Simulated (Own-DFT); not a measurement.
# Energy and forces against displacement in zincblende GaP, 96 atoms (Ga48P48)

These are calculations, not measurements. They come from Own-DFT, an in-house plane-wave density functional program, since retired, whose code no person has reviewed. Each row is one single-point run on a periodic cell that was not relaxed, without spin or spin-orbit coupling.

Settings of every run: PBE; PseudoDojo norm-conserving scalar-relativistic files; cutoff 42 hartree; 2 x 3 x 3 k mesh centred on Gamma; Fermi-Dirac smearing of 0.1 eV.

Known limits, some of them of some rows only: some atoms lie very close together; forces on such cells moved up to 12 meV/angstrom on a denser k mesh; forces on such cells passed a denser k mesh, each cell not checked; stress not checked against mesh or cutoff.

Cell vectors in Å: (16.352, 0.000, 0.000); (0.000, 10.901, 0.000); (0.000, 0.000, 10.901). In each run every atom was moved at random and independently from its ideal site; u is the rms move along one axis. E is the free energy for each atom above the fitted value at u = 0, and F the rms of the force components.

```
run   u (Å)  E (meV/atom)  F (eV/Å)  largest force (eV/Å)  P (GPa)
  1  0.0192           6.5     0.282                  0.87     2.72
  2  0.0203           7.2     0.301                  1.05     2.72
  3  0.0472          39.3     0.684                  2.25     3.20
  4  0.0478          41.0     0.705                  2.97     3.21
  5  0.0493          41.3     0.695                  3.09     3.21
  6  0.0963         142.0     1.325                  5.35     4.55
  7  0.0967             ?         ?                     ?        ?
  8  0.1063         223.2     1.986                 13.52     5.84
  9  0.1443         328.4     2.287                  9.65     7.23
 10  0.1923         636.0     3.343                 17.59    11.67
```

## Worked fit

For small independent moves the energy grows as E = (3/2) K u², with K the mean stiffness felt by one atom. The runs with u up to 0.11 Å give K = 11.7 ± 0.5 eV/Å², with residuals divided by u² + 0.0006 Å², since the noise grows with the moves. The scatter is 4.2 meV/atom at u = 0.05 Å. The forces follow F = G u with G = 15.1 eV/Å²; no force at u = 0 is resolved. G exceeds K because the moves of its neighbours add to the force on an atom, and stiffness differs between atoms. At u = 0.192 Å the parabola gives 648 meV/atom and the run 636. The pressure follows P = 2.60 + 257 u² GPa: at fixed volume, shortened bonds push harder than stretched ones pull.

## Withheld run

Question: what energy and rms force should run 7 give?

The fit gives 164 ± 15 meV/atom and about 1.46 eV/Å. The calculation gave 148.6 meV/atom and 1.391 eV/Å.
